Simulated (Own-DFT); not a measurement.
# Strain and stress in hcp Ru, 36 atoms (Ru36)

Calculated, not measured: single-point runs of Own-DFT, a retired in-house plane-wave DFT program that no person has reviewed, on unrelaxed cells, without spin or spin-orbit coupling.

Settings: PBE; PseudoDojo norm-conserving scalar-relativistic files; cutoff 50 hartree; 5 x 5 x 4 k mesh centred on Gamma; cold (Marzari-Vanderbilt) smearing of 0.2 eV.

Caveats: forces on such cells failed a check on a denser k mesh; stress not checked against mesh or cutoff.

Unstrained cell vectors in Å: (8.118, 0.000, 0.000); (-4.059, 7.030, 0.000); (0.000, 0.000, 8.563). The unstrained cell has measured lattice constants (interpolated for alloys), not those of this functional. That, the random moves and any unrelaxed bonds set the pressure at no strain. A uniform strain is put on this cell, atoms riding along. All atoms carry random offsets, Gaussian with a width of 0.05 Å per axis. Stress is counted positive in tension, P = -(s_xx + s_yy + s_zz)/3, and strain components are those of the symmetric tensor.

```
run  e_xx (%)  e_yy (%)  e_zz (%)  e_yz (%)  e_xz (%)  e_xy (%)  s_xx (GPa)  s_yy (GPa)  s_zz (GPa)  s_yz (GPa)  s_xz (GPa)  s_xy (GPa)  P (GPa)  E (meV/atom)
  1      0.65      0.68     -1.21      1.49      1.49      0.36       -5.47       -4.59      -13.41        6.21        5.89        1.09     7.82          15.1
  2     -0.16      0.47      1.18      0.35     -0.03     -1.00       -5.28       -2.88       -0.09        1.63       -0.40       -4.29     2.75           3.3
  3      1.42      0.90     -0.34     -1.57     -1.29     -1.13        1.83       -1.19       -6.86       -6.12       -4.81       -4.51     2.07          19.2
  4      0.30     -1.26      1.09      0.89      0.81     -1.64       -7.27      -12.63       -2.92        3.46        3.01       -6.70     7.61          22.9
  5     -1.33      1.71      1.72      0.30      0.59      0.47       -9.77        2.88        3.09        1.60        2.38        1.24     1.26          13.5
  6     -1.88     -0.20      0.73      1.26     -1.74     -1.04      -18.92      -11.62       -7.51        4.40       -6.67       -4.67    12.68          30.0
  7     -0.61      0.73      0.90     -1.98      0.57     -0.64       -7.77       -2.45       -1.57       -7.45        1.90       -2.36     3.93           0.0
  8     -1.01     -1.99     -1.14      1.27     -1.57     -0.16      -21.99      -26.25      -22.88        5.37       -6.82       -1.45    23.71          68.5
  9     -0.42      0.20     -1.95      1.95     -0.44      1.44      -15.17      -12.05      -22.48        8.13       -2.08        5.99    16.57          47.9
 10     -1.76      1.14      1.10     -1.60     -0.96      1.82      -15.68       -2.25       -1.69       -5.42       -3.57        7.11     6.54          23.7
 11      0.41      1.57     -1.68     -0.53      1.43     -1.53       -5.92       -1.95      -15.66       -2.09        5.91       -5.44     7.84          27.9
 12      1.95     -1.35      0.92     -0.59      0.19      1.98        2.63      -11.18       -0.11       -2.04        0.32        7.52     2.89          10.7
 13      1.14     -1.93     -1.24     -0.35      0.16     -0.52       -7.25      -19.98      -19.46       -1.55        0.84       -2.90    15.57          34.6
 14      0.73      0.84      0.25     -0.93     -0.78      1.68       -2.13       -1.86       -3.58       -3.19       -2.81        6.56     2.52          16.9
 15     -1.66      0.04     -1.08      1.20     -0.12      1.43      -21.14      -13.28      -19.48        5.26       -1.11        7.11    17.97          42.2
 16      1.30     -1.07      1.09      0.27      0.17      1.00           ?           ?           ?           ?           ?           ?        ?             ?
```

E is the free energy for each atom above the lowest run shown.

## Working it out

Least squares on the runs shown: each stress against a constant and the strains, taken as fractions with shears doubled. Shear strains stay in the fit of a normal stress only where such slopes are resolved. The slopes, in GPa:

| stress | at no strain | per e_xx | per e_yy | per e_zz | scatter |
|---|---|---|---|---|---|
| s_xx | -8.5 | 637 ± 14 | 213 ± 14 | 212 ± 13 | 0.60 |
| s_yy | -8.3 | 195 ± 15 | 615 ± 15 | 217 ± 15 | 0.66 |
| s_zz | -8.5 | 208 ± 14 | 207 ± 14 | 691 ± 14 | 0.62 |

The slope of each shear stress on twice its own strain, from a fit on all six strains: yz 193 ± 4, xz 193 ± 5, xy 202 ± 6 GPa. These are stiffnesses along x, y and z of the frame in which the cell vectors are given, with the crystal's c axis along z: C11, C12, C13 and C33. Hexagonal symmetry asks that xx and yy behave alike, which is a second check on the noise. No internal relaxation is included, and where it is allowed it would reduce some of the slopes. The table should be nearly symmetric about its diagonal, and what it lacks of that shows the noise. A ninth of the table's sum, 355 ± 7 GPa, estimates the bulk modulus near the mean pressure of these runs, 8.8 GPa, so it lies above the value at zero pressure.

## Prediction

Asked: what normal stresses and pressure should run 16 give?

The fitted form gives s_xx = -0.1, s_yy = -10.0, s_zz = -0.5 and P = 3.5 GPa. The calculation gave -0.34, -9.97, 0.40 and P = 3.31 GPa.
